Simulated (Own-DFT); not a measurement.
Simulation results for GaP (zincblende, atoms displaced)

A calculation, not a measurement: plane-wave PBE density functional theory by an unreviewed code, no spin, of a simulated periodic cell, stress positive in tension, free energy of the whole cell less one offset for each atom, forces on such cells passed a denser k mesh, this cell's mesh not checked; offsets are fitted by least squares, one for each functional and potential file, so energies compare only between cells with the same atoms and settings and are not formation energies; the far tail of each file's local potential was reset to the Coulomb form; each entry is a single point on an unrelaxed cell, so the pressure reflects the starting lattice, mostly measured values (interpolated for alloys), from which strain is counted, and rises with the displacements; printed positions are rounded, which can move forces by about a meV/angstrom; the program, named Own-DFT, is a retired in-house code; no spin-orbit coupling. Program: Own-DFT development build.

GaP (zincblende, atoms displaced)

```xyz
96
Lattice="16.3515 0.0000 0.0000 0.0000 10.9010 0.0000 0.0000 0.0000 10.9010" Properties=species:S:1:pos:R:3 GaP
Ga     0.0264     0.0779    10.8219
Ga     0.0025     2.6774     2.7511
Ga     2.6482     0.0091     2.7214
Ga     2.6165     2.7447    10.8787
P      1.4166     1.2887     1.3434
P      1.3225     4.1246     4.0374
P      4.0465     1.3717     4.0886
P      4.1144     3.9289     1.3172
Ga    16.3238    10.8827     5.4345
Ga    16.2926     2.7273     8.1178
Ga     2.7554     0.0634     8.1684
Ga     2.6561     2.8000     5.5022
P      1.2713     1.3234     6.8178
P      1.3750     4.0816     9.5619
P      4.0878     1.3797     9.5789
P      4.1225     4.1145     6.8288
Ga     0.0834     5.3638    10.8228
Ga     0.0032     8.2543     2.7544
Ga     2.7314     5.4843     2.7657
Ga     2.7439     8.1621    10.7423
P      1.2988     6.8107     1.2834
P      1.4259     9.5287     4.0726
P      4.0521     6.8891     4.1836
P      4.0723     9.4802     1.2608
Ga     0.0478     5.3703     5.4301
Ga     0.0305     8.1140     8.1790
Ga     2.7281     5.4226     8.1666
Ga     2.7218     8.2314     5.4404
P      1.3309     6.8868     6.7625
P      1.2874     9.5062     9.5608
P      4.0780     6.8502     9.5917
P      4.1541     9.4893     6.8120
Ga     5.4589     0.0387     0.0235
Ga     5.4504     2.7707     2.5900
Ga     8.1084    10.8586     2.6997
Ga     8.1901     2.7639    10.8787
P      6.7040     1.4038     1.3690
P      6.8998     4.2071     4.0988
P      9.5190     1.3630     4.1359
P      9.5802     4.1016     1.4164
Ga     5.4098     0.0019     5.4989
Ga     5.3776     2.6919     8.0914
Ga     8.1754     0.0260     8.2326
Ga     8.1321     2.6998     5.4540
P      6.7590     1.3395     6.8449
P      6.7963     4.0921     9.5278
P      9.4920     1.3658     9.5543
P      9.5443     3.9743     6.8003
Ga     5.4514     5.3727    10.8619
Ga     5.5366     8.1525     2.6329
Ga     8.1194     5.4887     2.6607
Ga     8.2087     8.1800    10.8946
P      6.7914     6.7977     1.3885
P      6.8377     9.4842     4.0927
P      9.5969     6.8691     4.0895
P      9.3945     9.5585     1.3611
Ga     5.4221     5.3896     5.4578
Ga     5.4280     8.2082     8.2299
Ga     8.1703     5.3243     8.2593
Ga     8.2035     8.2593     5.3928
P      6.8195     6.8583     6.8118
P      6.7664     9.5415     9.6289
P      9.5550     6.8526     9.4492
P      9.5749     9.5597     6.7850
Ga    10.9107     0.0276    10.8916
Ga    10.8802     2.7314     2.7585
Ga    13.5590    10.8371     2.6618
Ga    13.6757     2.7757    10.8688
P     12.2459     1.3544     1.3758
P     12.1699     4.1020     4.0796
P     14.9316     1.3097     4.0589
P     14.9963     4.1054     1.3729
Ga    10.9487    10.8989     5.4622
Ga    10.8644     2.7295     8.2426
Ga    13.5817     0.0292     8.1245
Ga    13.6381     2.8873     5.4658
P     12.3773     1.4511     6.7975
P     12.3006     4.0711     9.5916
P     15.0350     1.2584     9.4955
P     14.9464     4.1548     6.8211
Ga    10.9176     5.4069     0.1001
Ga    10.8693     8.2038     2.8176
Ga    13.6312     5.5125     2.7631
Ga    13.6553     8.1426    10.8176
P     12.2591     6.8301     1.4480
P     12.3037     9.6053     4.1042
P     14.9655     6.7836     4.0595
P     14.9658     9.6030     1.3180
Ga    10.9208     5.4362     5.4690
Ga    10.8959     8.1645     8.1684
Ga    13.6187     5.4557     8.1772
Ga    13.5593     8.1081     5.4813
P     12.2437     6.8461     6.8340
P     12.3167     9.5912     9.4144
P     14.9956     6.8353     9.4895
P     15.0098     9.5323     6.7099
```

It was run with functional PBE, potential files PseudoDojo norm-conserving, scalar-relativistic, standard set, wave cutoff 42 hartree, occupations Fermi-Dirac, smearing width 0.1 eV, hardware one NVIDIA H200 and k mesh 2 x 3 x 3 centred on Gamma.

It finds free energy of cell above offsets -50.050 eV; pressure 3.23 GPa; stress xx -3.26 GPa; stress yy -3.2 GPa; stress zz -3.22 GPa; stress yz 0.08 GPa; stress xz 0.15 GPa; stress xy 0.32 GPa; wall time 928.6 s.

Force:
```tsv
element	x (eV/Å)	y (eV/Å)	z (eV/Å)
Ga	0.075	-0.948	1.048
Ga	-0.301	-0.252	-0.447
Ga	1.555	-0.586	-0.074
Ga	0.944	-0.836	0.339
P	-1.012	1.048	-0.168
P	0.6	-0.739	0.144
P	0.21	0.393	0.005
P	-1.393	2.303	-0.386
Ga	0.135	0.055	-0.701
Ga	0.071	-0.09	0.52
Ga	-0.262	-0.835	0.085
Ga	0.109	-0.621	-0.38
P	0.784	0.573	-0.186
P	-0.116	-0.507	-1.69
P	-0.298	0.272	-0.369
P	-0.86	-0.29	-0.149
Ga	-1.427	1.091	0.921
Ga	-0.385	-0.584	-0.682
Ga	0.268	0.279	-0.81
Ga	-1.085	0.398	1.588
P	0.774	0.282	0.526
P	-0.842	0.42	0.284
P	0.845	-0.854	-1.214
P	-0.022	0.501	0.882
Ga	-0.683	1.172	0.189
Ga	-0.631	0.986	-0.449
Ga	-0.03	0.935	0.02
Ga	0.072	-0.01	0.579
P	0.597	-1.187	0.116
P	0.824	0.494	-0.856
P	0.675	-1.446	-1.209
P	-1.079	0.655	0.335
Ga	-0.572	-0.362	0.003
Ga	0.387	-0.321	2.597
Ga	-0.192	1.022	0.543
Ga	-0.303	-0.114	0.68
P	1.842	-0.459	-0.345
P	-1.019	-1.306	-0.211
P	-0.118	-0.421	-0.599
P	-0.97	-0.271	-0.273
Ga	0.22	-0.099	-0.886
Ga	0.374	-0.012	1.022
Ga	-0.322	-0.737	-0.415
Ga	-0.129	-0.061	-0.055
P	0.54	0.028	-0.286
P	-0.413	-0.986	-0.035
P	0.48	0.09	0.198
P	-0.117	0.996	0.287
Ga	-0.393	0.583	0.667
Ga	-1.386	0.611	1.02
Ga	1.293	0.254	0.629
Ga	-0.475	-0.565	-0.279
P	0.309	-0.457	-1.595
P	-1.013	0.95	-0.329
P	-0.984	-1.027	0.392
P	1.917	-0.149	-0.08
Ga	0.522	1.34	-0.146
Ga	0.618	-0.538	-0.121
Ga	0.461	1.246	-1.447
Ga	0.258	-0.961	0.773
P	0.182	-0.517	0.267
P	0.555	0.172	-0.706
P	-0.156	-1.023	1.335
P	-0.341	0.226	0.535
Ga	-0.215	-0.539	0.034
Ga	-0.1	-0.71	-0.027
Ga	0.485	0.602	0.082
Ga	0.311	-1.078	0.465
P	0.048	0.612	-0.314
P	1.166	0.256	-0.079
P	0.035	0.653	0.223
P	0.216	-0.076	-0.029
Ga	0.085	0.737	0.211
Ga	0.739	-0.302	-0.363
Ga	1.166	-0.139	-0.712
Ga	-0.119	-1.024	-0.901
P	-1.273	-0.005	0.135
P	-0.606	0.46	-0.525
P	-0.938	1.564	-0.254
P	0.812	-0.013	0.057
Ga	0.214	0.926	-0.75
Ga	0.421	0.844	-0.878
Ga	-0.327	-0.876	-0.391
Ga	-0.478	0.501	0.743
P	-0.069	0.542	-0.893
P	-0.478	-0.974	0.118
P	0.678	0.579	0.865
P	0.43	-0.513	-0.228
Ga	-0.636	0.291	0.264
Ga	0.125	0.744	-0.27
Ga	-0.367	0.404	0.324
Ga	0.817	0.61	-0.693
P	-0.172	-0.907	0.136
P	-0.908	-0.745	1.268
P	0.27	-1.033	0.265
P	-0.497	-0.6	1.169
```
